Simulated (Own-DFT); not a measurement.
# Strain and stress in wurtzite AlGaN with randomly placed atoms, 72 atoms (Al9Ga27N36)

These are calculations, not measurements. The program, named Own-DFT, is a retired in-house plane-wave density functional code that no person has reviewed. Each row is one single-point run on a periodic cell that was not relaxed, without spin or spin-orbit coupling.

Settings of every run: PBE; PseudoDojo norm-conserving scalar-relativistic files (stringent for Ga); cutoff 96 hartree; 4 x 4 x 3 k mesh centred on Gamma; Gaussian smearing of 0.01 eV.

Known limits: forces on such cells passed a denser k mesh, each cell not checked; stress not checked against mesh or cutoff.

Unstrained cell vectors in Å: (9.509, 0.000, 0.000); (-4.755, 8.235, 0.000); (0.000, 0.000, 10.268). The unstrained cell has measured lattice constants (interpolated for alloys), not those of this functional. That, the random moves and any unrelaxed bonds set the pressure at no strain. Each run strains this cell uniformly, with the atoms carried along. Every atom was also moved at random, by a Gaussian of width 0.05 Å on each axis. The random placing of the alloy's atoms differs from row to row. Strain is the symmetric tensor, in per cent. Stress is positive in tension, and the pressure is minus a third of its trace.

```
run,e_xx (%),e_yy (%),e_zz (%),s_xx (GPa),s_yy (GPa),s_zz (GPa),P (GPa),E (meV/atom)
1,2.25,2.25,0.00,3.04,4.92,-4.92,-1.01,22.2
2,-3.00,-3.00,0.00,-26.87,-25.65,-12.32,21.61,95.7
3,0.25,0.25,0.00,-5.47,-3.48,-8.11,5.69,12.4
4,-0.75,-0.75,0.00,-11.84,-10.99,-9.10,10.64,44.4
5,-1.00,-1.00,0.00,-15.00,-10.64,-9.54,11.73,49.3
6,2.00,2.00,0.00,3.30,2.41,-2.79,-0.97,0.0
7,3.00,3.00,0.00,7.11,5.89,-1.16,-3.95,17.0
8,1.75,1.75,0.00,1.16,1.14,-4.57,0.75,20.2
9,-0.25,-0.25,0.00,?,?,?,?,?
```

E is the free energy for each atom above the lowest run shown.

## Worked fit

The change of volume is close to e_xx + e_yy + e_zz. A straight line through the runs shown gives P = 8.01 - 210 x (fractional change of volume) GPa, with an error of 8 on the slope and a scatter of 0.89 GPa. The strain isn't the same on all axes and the cell isn't cubic, so the slope belongs to this path and is not the bulk modulus.

## Withheld run

Question: what pressure should run 9 give? Its volume changes by -0.50 %.

The line gives 9.1 GPa. The calculation gave 8.08 GPa.
